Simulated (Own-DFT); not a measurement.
# Response to strain: bcc Nb, 36 atoms (Nb36)

All numbers below are calculated, not measured. They come from Own-DFT, an in-house plane-wave density functional program, since retired, whose code no person has reviewed. Each row is one single-point run on a periodic cell that was not relaxed, without spin or spin-orbit coupling.

Settings of every run: PBE; PseudoDojo norm-conserving scalar-relativistic files; cutoff 42 hartree; 4 x 4 x 5 k mesh centred on Gamma; cold (Marzari-Vanderbilt) smearing of 0.2 eV.

Known limits: forces on such cells failed a check on a denser k mesh; stress not checked against mesh or cutoff.

Unstrained cell vectors in Å: (9.901, 0.000, 0.000); (0.000, 9.901, 0.000); (0.000, 0.000, 6.601). The unstrained cell has measured lattice constants (interpolated for alloys), not those of this functional. That, the random moves and any unrelaxed bonds set the pressure at no strain. Each run strains this cell uniformly, with the atoms carried along. Every atom was also moved at random, by a Gaussian of width 0.05 Å on each axis. Strain is the symmetric tensor, in per cent. Stress is positive in tension, and the pressure is minus a third of its trace.

| run | e_xx (%) | e_yy (%) | e_zz (%) | e_yz (%) | e_xz (%) | e_xy (%) | s_xx (GPa) | s_yy (GPa) | s_zz (GPa) | s_yz (GPa) | s_xz (GPa) | s_xy (GPa) | P (GPa) | E (meV/atom) |
|---|---|---|---|---|---|---|---|---|---|---|---|---|---|---|
| 1 | -0.71 | -1.51 | -1.83 | -1.51 | 1.76 | 1.31 | -9.68 | -10.72 | -11.09 | -0.43 | 0.61 | 0.38 | 10.50 | 40.8 |
| 2 | -0.03 | -0.28 | -1.66 | -1.98 | -0.39 | -0.31 | -5.55 | -5.84 | -7.01 | -0.55 | -0.04 | -0.04 | 6.13 | 16.8 |
| 3 | -0.99 | -1.56 | 0.04 | -0.98 | 1.04 | 0.83 | -7.54 | -8.22 | -6.12 | -0.29 | 0.24 | 0.16 | 7.29 | 24.5 |
| 4 | 0.35 | -1.13 | -0.11 | 1.49 | 1.42 | 0.34 | -3.38 | -5.09 | -3.78 | 0.38 | 0.48 | 0.35 | 4.08 | 7.5 |
| 5 | 0.69 | 1.87 | 0.26 | 0.24 | 1.98 | -0.69 | 2.14 | 3.20 | 1.75 | -0.07 | 0.44 | -0.07 | -2.36 | 0.0 |
| 6 | -1.48 | 1.24 | -0.62 | -0.46 | -0.96 | 1.06 | -5.19 | -2.08 | -4.35 | -0.26 | -0.26 | 0.27 | 3.87 | 3.9 |
| 7 | 0.12 | 0.51 | -1.35 | -1.43 | -1.39 | -1.39 | -3.54 | -3.28 | -5.15 | -0.26 | -0.27 | -0.35 | 3.99 | 15.6 |
| 8 | -1.83 | 0.51 | 1.16 | 1.74 | -1.88 | 1.45 | -4.83 | -2.44 | -1.44 | 0.66 | -0.53 | 0.22 | 2.90 | 7.4 |
| 9 | 0.86 | -1.58 | 1.99 | 0.09 | -0.74 | 1.17 | -0.06 | -2.31 | 1.23 | -0.10 | -0.29 | 0.26 | 0.38 | 8.4 |
| 10 | -1.16 | 1.85 | -1.40 | 0.42 | -0.19 | 1.37 | -4.86 | -1.36 | -5.14 | 0.06 | -0.01 | 0.40 | 3.78 | 12.2 |
| 11 | 1.06 | 1.10 | -0.72 | 1.63 | -0.30 | -0.76 | 0.40 | 0.56 | -1.47 | 0.43 | -0.16 | -0.30 | 0.17 | 8.8 |
| 12 | 1.77 | -1.26 | -1.51 | -0.78 | 0.07 | 1.48 | -1.87 | -5.41 | -6.05 | -0.20 | -0.05 | 0.38 | 4.44 | 14.6 |
| 13 | -0.80 | 0.00 | 0.00 | 1.55 | 0.72 | -1.75 | -4.68 | -3.78 | -3.74 | 0.47 | 0.08 | -0.31 | 4.06 | 13.2 |
| 14 | 0.84 | 1.24 | -1.34 | -0.10 | 1.24 | -0.27 | -0.57 | -0.10 | -2.81 | -0.08 | 0.27 | -0.10 | 1.16 | 3.2 |
| 15 | 1.98 | 1.27 | 1.16 | 0.24 | -1.36 | -0.98 | 5.28 | 4.49 | 4.48 | 0.16 | -0.40 | -0.25 | -4.75 | 11.9 |
| 16 | 0.46 | 0.28 | 0.30 | -1.92 | -0.15 | -1.58 | -0.87 | -0.85 | -0.75 | -0.58 | 0.26 | -0.42 | 0.82 | 4.3 |
| 17 | -1.25 | -1.46 | 1.41 | 0.55 | 1.13 | -1.82 | -5.94 | -6.52 | -2.73 | 0.02 | 0.35 | -0.29 | 5.06 | 19.1 |
| 18 | -0.72 | 0.26 | 1.57 | -1.12 | 1.53 | -1.25 | ? | ? | ? | ? | ? | ? | ? | ? |

E is the free energy for each atom above the lowest run shown.

## Worked fit

Each stress component was fitted by least squares to a constant and the strains of the runs shown, as fractions, with shears doubled. Shear strains stay in the fit of a normal stress only where such slopes are resolved. The slopes, in GPa:

```
stress  at no strain  per e_xx  per e_yy  per e_zz  scatter
  s_xx          -2.7   248 ± 5   145 ± 5   138 ± 5     0.24
  s_yy          -2.7   140 ± 7   258 ± 6   141 ± 7     0.31
  s_zz          -2.6   133 ± 6   148 ± 5   255 ± 6     0.26
```

Each shear stress against twice its own strain: yz 15 ± 1, xz 13 ± 1, xy 11 ± 1 GPa. These are stiffnesses along x, y and z of the frame in which the cell vectors are given, which need not be the crystal's axes. The atoms are held to the strained lattice; where symmetry lets them move under strain, relaxing them would lower some slopes. The table should be nearly symmetric about its diagonal, and what it lacks of that shows the noise. A ninth of its sum, 178 ± 3 GPa, estimates the bulk modulus near the mean pressure of these runs, 3.0 GPa, so it lies above the value at zero pressure.

## Withheld run

Question: what normal stresses and pressure should run 18 give?

The fit gives s_xx = -1.9, s_yy = -0.9, s_zz = 0.8 and P = 0.7 GPa. The calculation gave -1.70, -0.87, 0.84 and P = 0.58 GPa.
